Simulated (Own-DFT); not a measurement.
# Response to strain: hexagonal WC, 64 atoms (C32W32)

Calculated results; nothing here was measured. They come from Own-DFT, an in-house plane-wave density functional program, since retired, whose code no person has reviewed. Each row is one single-point run on a periodic cell that was not relaxed, without spin or spin-orbit coupling.

Settings of every run: PBE; PseudoDojo norm-conserving scalar-relativistic files; cutoff 50 hartree; 4 x 4 x 4 k mesh centred on Gamma; cold (Marzari-Vanderbilt) smearing of 0.2 eV.

Known limits: forces on such cells moved up to 12 meV/angstrom on a denser k mesh; stress not checked against mesh or cutoff.

Unstrained cell vectors in Å: (5.833, -5.052, -2.839); (0.000, -5.052, 8.518); (-5.833, -5.052, -2.839). The unstrained cell was taken from the Materials Project. The random moves and any unrelaxed bonds add to the pressure at no strain. Each run strains this cell uniformly, with the atoms carried along. Every atom was also moved at random, by a Gaussian of width 0.05 Å on each axis. Strain is the symmetric tensor, in per cent. Stress is positive in tension, and the pressure is minus a third of its trace.

```
run,e_xx (%),e_yy (%),e_zz (%),e_yz (%),e_xz (%),e_xy (%),s_xx (GPa),s_yy (GPa),s_zz (GPa),s_yz (GPa),s_xz (GPa),s_xy (GPa),P (GPa),E (meV/atom)
1,0.46,-0.86,1.45,1.94,-1.15,1.01,-2.63,-9.57,4.08,11.61,-6.90,4.80,2.70,20.5
2,-1.57,1.84,1.74,1.05,-0.43,1.20,-9.69,5.97,8.76,5.35,-2.34,5.35,-1.68,2.9
3,-1.03,1.71,-0.64,0.50,1.71,1.52,-11.70,2.21,-13.11,2.81,10.16,6.51,7.53,15.2
4,-0.82,-0.61,-1.32,-0.75,0.57,-1.99,-16.60,-16.29,-23.81,-5.12,3.81,-9.51,18.90,36.1
5,0.36,0.65,1.68,0.62,-1.67,-0.51,-0.24,1.39,7.73,3.45,-8.52,-2.15,-2.96,19.0
6,0.92,0.40,1.21,0.34,0.39,-1.14,3.25,1.10,4.78,2.21,3.11,-6.41,-3.04,0.0
7,-1.97,-1.02,-1.85,-0.01,0.92,1.86,-28.59,-24.93,-34.96,0.07,6.67,11.22,29.49,69.9
8,1.02,-0.63,-1.46,-0.65,-1.34,-0.56,-2.30,-12.25,-22.57,-4.74,-8.08,-3.13,12.37,21.3
9,0.25,1.19,-1.45,-1.05,-1.81,1.32,-4.42,-0.58,-20.00,-6.42,-11.02,6.14,8.34,20.6
10,-0.50,-0.43,1.22,-1.02,0.43,0.56,-8.70,-9.45,0.90,-6.66,3.12,3.14,5.75,17.3
11,-1.44,1.55,-1.63,-1.00,-1.79,-0.75,-16.68,-2.62,-24.17,-6.45,-11.50,-3.40,14.49,34.0
12,-0.65,1.23,1.09,0.91,-1.30,1.40,-5.68,2.24,3.29,5.37,-7.65,6.49,0.05,0.2
13,-1.03,-0.62,1.47,-1.51,0.27,-0.07,-12.73,-10.10,2.71,-9.10,1.94,0.10,6.70,9.7
14,-1.79,0.22,-1.47,-1.35,-0.34,-0.59,-23.85,-12.28,-26.78,-9.47,-2.42,-2.78,20.97,46.1
15,-0.53,-1.55,-1.99,-1.67,-1.62,-0.28,?,?,?,?,?,?,?,?
```

E is the free energy for each atom above the lowest run shown.

## Worked fit

Each stress component was fitted by least squares to a constant and the strains of the runs shown, as fractions, with shears doubled. Shear strains stay in the fit of a normal stress only where such slopes are resolved. The slopes, in GPa:

```
stress,at no strain,per e_xx,per e_yy,per e_zz,scatter
s_xx,-6.6,769 ± 24,258 ± 23,198 ± 16,0.83
s_yy,-7.1,255 ± 21,750 ± 20,207 ± 14,0.72
s_zz,-9.2,197 ± 27,227 ± 25,971 ± 18,0.91
```

Each shear stress against twice its own strain: yz 301 ± 9, xz 306 ± 9, xy 250 ± 8 GPa. These are stiffnesses along x, y and z of the frame in which the cell vectors are given, which need not be the crystal's axes. The atoms are held to the strained lattice; where symmetry lets them move under strain, relaxing them would lower some slopes. The table should be nearly symmetric about its diagonal, and what it lacks of that shows the noise. A ninth of its sum, 426 ± 9 GPa, estimates the bulk modulus near the mean pressure of these runs, 8.5 GPa, so it lies above the value at zero pressure.

## Withheld run

Question: what normal stresses and pressure should run 15 give?

The fit gives s_xx = -18.6, s_yy = -24.2, s_zz = -33.1 and P = 25.3 GPa. The calculation gave -17.48, -25.73, -33.90 and P = 25.70 GPa.
